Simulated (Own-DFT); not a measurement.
# How strain changes the stress of wurtzite AlN, 128 atoms (Al64N64)

These are calculations, not measurements. They come from Own-DFT, an in-house plane-wave density functional program, since retired, whose code no person has reviewed. Each row is one single-point run on a periodic cell that was not relaxed, without spin or spin-orbit coupling.

Settings of every run: PBE; PseudoDojo norm-conserving scalar-relativistic files; cutoff 42 hartree; 3 x 3 x 3 k mesh centred on Gamma; Gaussian smearing of 0.01 eV.

Known limits: k mesh not checked against a denser one; stress not checked against mesh or cutoff.

Unstrained cell vectors in Å: (12.448, 0.000, 0.000); (-6.224, 10.780, 0.000); (0.000, 0.000, 9.964). The unstrained cell has measured lattice constants (interpolated for alloys), not those of this functional. That, the random moves and any unrelaxed bonds set the pressure at no strain. Each run strains this cell uniformly, with the atoms carried along. Every atom was also moved at random, by a Gaussian of width 0.05 Å on each axis. Strain is the symmetric tensor, in per cent. Stress is positive in tension, and the pressure is minus a third of its trace.

```
run  e_xx (%)  e_yy (%)  e_zz (%)  e_yz (%)  e_xz (%)  e_xy (%)  s_xx (GPa)  s_yy (GPa)  s_zz (GPa)  s_yz (GPa)  s_xz (GPa)  s_xy (GPa)  P (GPa)  E (meV/atom)
  1      0.66     -0.95      0.82      1.60      1.22     -0.92       -2.91       -9.23       -1.67        3.46        3.06       -2.32     4.61          12.5
  2     -1.91      1.92     -0.84     -1.88     -0.26     -0.36      -12.53       -1.45       -9.10       -5.53        0.05       -1.65     7.69          29.4
  3     -0.85      1.25     -0.68     -1.83      0.38      1.63       -8.81       -0.74       -9.35       -4.84        0.92        6.23     6.30          15.8
  4      1.44      0.77      1.14     -0.49      0.13      1.99        2.61       -0.65        1.72       -1.16        0.28        5.36    -1.23           0.0
  5     -0.48     -0.83     -0.33     -1.54      0.05     -0.48       -8.80       -9.78       -8.99       -3.69        0.32       -3.00     9.19          15.3
  6      2.00     -0.06      0.53     -1.99     -0.55     -0.99        4.24       -3.31       -3.30       -5.54       -0.67       -2.12     0.79          14.0
  7      1.56     -1.50     -0.50     -0.47     -1.36     -0.58       -0.17      -10.88       -8.44       -2.14       -3.38       -3.32     6.49          10.1
  8     -1.51     -1.64      0.39     -1.29      0.40     -1.92      -16.95      -15.95       -5.66       -3.25        1.62       -8.70    12.85          46.6
  9      0.74     -0.08     -1.41     -1.14      0.42      1.76       -2.53       -8.74      -10.49       -3.49        0.93        5.81     7.25          17.2
 10     -0.68      1.58      1.82     -1.67     -0.58     -0.91       -5.28        2.25        0.39       -3.82       -1.79       -3.29     0.88          24.6
 11      0.53     -1.04      1.33     -0.09     -1.58      1.14       -3.56       -8.54       -0.31       -0.83       -3.08        5.10     4.14          16.6
 12     -1.29     -0.31      1.37      1.66      0.83     -0.52      -12.84       -7.10       -1.54        3.92        2.39       -2.24     7.16          32.8
 13      1.76      1.22      0.74      0.27      0.89     -1.74        2.75        1.92       -0.11        0.64        1.74       -5.76    -1.52          10.6
 14     -0.72      0.41      1.76     -1.92      0.44      0.22       -7.93       -2.95        1.33       -4.69        1.66        1.48     3.18          12.5
 15      1.74      0.68      1.52      1.14     -0.78     -1.63        2.90       -0.87        2.97        3.06       -1.83       -5.97    -1.66          15.5
 16     -0.53      1.23      1.13     -1.83     -0.21      0.65           ?           ?           ?           ?           ?           ?        ?             ?
```

E is the free energy for each atom above the lowest run shown.

## Worked fit

Each stress component was fitted by least squares to a constant and the strains of the runs shown, as fractions, with shears doubled. Shear strains stay in the fit of a normal stress only where such slopes are resolved. The slopes, in GPa:

```
stress  at no strain  per e_xx  per e_yy  per e_zz  scatter
  s_xx          -5.9  482 ± 20  134 ± 24   29 ± 26     1.01
  s_yy          -6.2  103 ± 20  442 ± 24  108 ± 26     1.00
  s_zz          -5.9   85 ± 20   57 ± 24  416 ± 26     0.99
```

Each shear stress against twice its own strain: yz 120 ± 5, xz 117 ± 8, xy 179 ± 14 GPa. These are stiffnesses along x, y and z of the frame in which the cell vectors are given, which need not be the crystal's axes. The atoms are held to the strained lattice; where symmetry lets them move under strain, relaxing them would lower some slopes. The table should be nearly symmetric about its diagonal, and what it lacks of that shows the noise. A ninth of its sum, 206 ± 6 GPa, estimates the bulk modulus near the mean pressure of these runs, 4.4 GPa, so it lies above the value at zero pressure.

## Withheld run

Question: what normal stresses and pressure should run 16 give?

The fit gives s_xx = -6.5, s_yy = -0.2, s_zz = -0.9 and P = 2.5 GPa. The calculation gave -5.48, 0.48, -0.29 and P = 1.77 GPa.
